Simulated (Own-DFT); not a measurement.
# Biaxial strain at fixed height in diamond-structure SiGeSn with randomly placed atoms, 64 atoms (Ge40Si16Sn8)

Source: density functional calculations with Own-DFT, an unreviewed in-house program that is no longer used. Nothing was measured or relaxed, and spin and spin-orbit coupling are left out.

Common settings: PBE; PseudoDojo norm-conserving scalar-relativistic files; cutoff 49 hartree; 3 x 3 x 3 k mesh centred on Gamma; Fermi-Dirac smearing of 0.1 eV.

Limits: forces on such cells moved up to 12 meV/angstrom on a denser k mesh; stress not checked against mesh or cutoff.

Unstrained cell vectors in Å: (11.410, 0.000, 0.000); (0.000, 11.410, 0.000); (0.000, 0.000, 11.410). The unstrained cell has measured lattice constants (interpolated for alloys), not those of this functional. That, the random moves and any unrelaxed bonds set the pressure at no strain. Each run strains x and y alike by e, as a substrate would, and holds the height along z. Random moves of width 0.05 Å per axis were added to every atom. The random placing of the alloy's atoms differs from row to row. Stress is positive in tension.

```
e (%),u (Å),(s_xx + s_yy)/2 (GPa),s_zz (GPa)
-3.00,0.049,-11.04,-8.84
-2.75,0.049,-10.59,-8.64
-2.50,0.052,-9.90,-8.41
-1.50,0.047,-7.53,-6.52
-1.00,0.048,-6.63,-6.03
-0.25,0.052,?,?
0.25,0.049,-4.45,-4.70
0.75,0.047,-3.48,-3.85
2.50,0.049,-0.72,-2.29
2.75,0.056,-0.66,-2.20
```

## Working it out

With e as a fraction, the in-plane stress is -4.8 + 180 e - 1009 e² GPa (errors 2 and 127, scatter 0.12), and s_zz is -4.8 + 117 e - 755 e² GPa (slope ± 3, scatter 0.16). At e = 0 the first slope is C11 + C12 and the second 2 C12, both with the ions held to the strained lattice and at the cell's own pressure. The term in e² is negative: the layer stiffens under compression and softens under tension. A free layer would change its height as e changes, and the in-plane slope would drop by 2 C12²/C11 to the biaxial modulus. At fixed height, a misfit of 1 % moves the in-plane stress by about 1.8 GPa and s_zz by 1.2 GPa.

## Withheld run

The question: what are the two stresses at e = -0.25 %?

The fit gives -5.2 and -5.1 GPa. The run itself gave -5.04 and -5.07 GPa.
